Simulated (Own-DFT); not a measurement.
# Strain and stress in fcc Cu, 16 atoms (Cu16)

All numbers below are calculated, not measured. They come from Own-DFT, an in-house plane-wave density functional program, since retired, whose code no person has reviewed. Each row is one single-point run on a periodic cell that was not relaxed, without spin or spin-orbit coupling.

Settings of every run: PBE; PseudoDojo norm-conserving scalar-relativistic files; cutoff 50 hartree; 7 x 7 x 5 k mesh centred on Gamma; cold (Marzari-Vanderbilt) smearing of 0.2 eV.

Known limits: forces on such cells failed a check on a denser k mesh; stress not checked against mesh or cutoff.

Unstrained cell vectors in Å: (3.615, 3.615, 0.000); (-3.615, 3.615, 0.000); (0.000, 0.000, 7.230). The unstrained cell has measured lattice constants (interpolated for alloys), not those of this functional. That, the random moves and any unrelaxed bonds set the pressure at no strain. Each run strains this cell uniformly, with the atoms carried along. Every atom was also moved at random, by a Gaussian of width 0.05 Å on each axis. Strain is the symmetric tensor, in per cent. Stress is positive in tension, and the pressure is minus a third of its trace.

```
run,e_xx (%),e_yy (%),e_zz (%),e_yz (%),e_xz (%),e_xy (%),s_xx (GPa),s_yy (GPa),s_zz (GPa),s_yz (GPa),s_xz (GPa),s_xy (GPa),P (GPa),E (meV/atom)
1,1.77,1.81,-1.55,0.58,0.13,-0.90,0.45,0.55,-0.24,1.21,0.31,-1.32,-0.26,0.0
2,0.64,0.28,1.25,-1.57,0.84,-1.32,0.31,0.01,0.47,-2.56,1.58,-1.70,-0.26,5.9
3,1.17,1.26,-0.36,-0.02,0.08,-0.53,0.26,0.42,0.04,-0.09,0.13,-0.83,-0.24,1.9
4,-1.02,0.98,-1.31,-1.49,-1.06,0.99,-5.67,-4.26,-5.49,-2.36,-2.10,1.79,5.14,11.3
5,-0.48,-0.17,-0.91,0.05,0.84,1.05,-7.47,-6.85,-6.32,-0.19,1.65,2.79,6.88,39.3
6,1.10,1.57,1.19,-1.19,0.36,-1.51,2.49,2.85,2.83,-1.87,0.88,-2.25,-2.72,2.7
7,-1.88,0.82,-1.46,-1.02,-0.01,-1.96,-8.52,-5.93,-7.44,-1.64,-0.44,-3.62,7.30,20.5
8,0.50,-0.22,-1.35,-1.27,0.52,-1.29,-4.61,-5.15,-5.17,-2.45,1.05,-1.91,4.97,15.2
9,1.94,0.94,-0.33,-1.44,0.13,-0.15,0.92,0.20,0.11,-2.64,0.64,-0.15,-0.41,12.3
10,1.70,-0.45,-1.34,-1.79,1.88,0.12,-2.85,-4.22,-4.86,-3.39,3.92,0.45,3.98,25.6
11,1.82,-0.41,0.48,-1.22,0.89,-0.93,0.47,-1.10,-0.21,-2.15,1.26,-1.27,0.28,8.5
12,0.46,0.57,-1.80,0.96,1.98,-0.55,-4.60,-4.15,-5.27,2.15,3.73,-0.94,4.67,18.3
13,0.38,-0.38,0.23,0.72,0.26,1.36,-3.16,-3.97,-2.82,1.16,0.22,2.19,3.32,20.8
14,-0.99,1.24,-0.35,-1.15,0.58,1.46,-3.89,-2.30,-3.23,-1.94,1.11,2.40,3.14,8.8
15,-1.21,-1.08,1.76,0.85,-1.89,1.10,-4.77,-4.34,-3.11,1.06,-3.00,2.15,4.07,15.8
16,0.12,1.31,0.56,1.09,0.56,1.60,?,?,?,?,?,?,?,?
```

E is the free energy for each atom above the lowest run shown.

## Worked fit

Each stress component was fitted by least squares to a constant and the strains of the runs shown, as fractions, with shears doubled. Shear strains stay in the fit of a normal stress only where such slopes are resolved. The slopes, in GPa:

```
stress  at no strain  per e_xx  per e_yy  per e_zz  scatter
  s_xx          -3.6  201 ± 10  154 ± 16  156 ± 12     0.48
  s_yy          -3.4   121 ± 9  223 ± 14  149 ± 11     0.43
  s_zz          -3.3   138 ± 8  170 ± 11   195 ± 9     0.35
```

Each shear stress against twice its own strain: yz 89 ± 3, xz 91 ± 6, xy 86 ± 5 GPa. These are stiffnesses along x, y and z of the frame in which the cell vectors are given, which need not be the crystal's axes. The atoms are held to the strained lattice; where symmetry lets them move under strain, relaxing them would lower some slopes. The table should be nearly symmetric about its diagonal, and what it lacks of that shows the noise. A ninth of its sum, 168 ± 6 GPa, estimates the bulk modulus near the mean pressure of these runs, 2.7 GPa, so it lies above the value at zero pressure.

## Withheld run

Question: what normal stresses and pressure should run 16 give?

The fit gives s_xx = -0.4, s_yy = 0.5, s_zz = 0.2 and P = -0.1 GPa. The calculation gave -0.60, 0.35, 0.45 and P = -0.07 GPa.
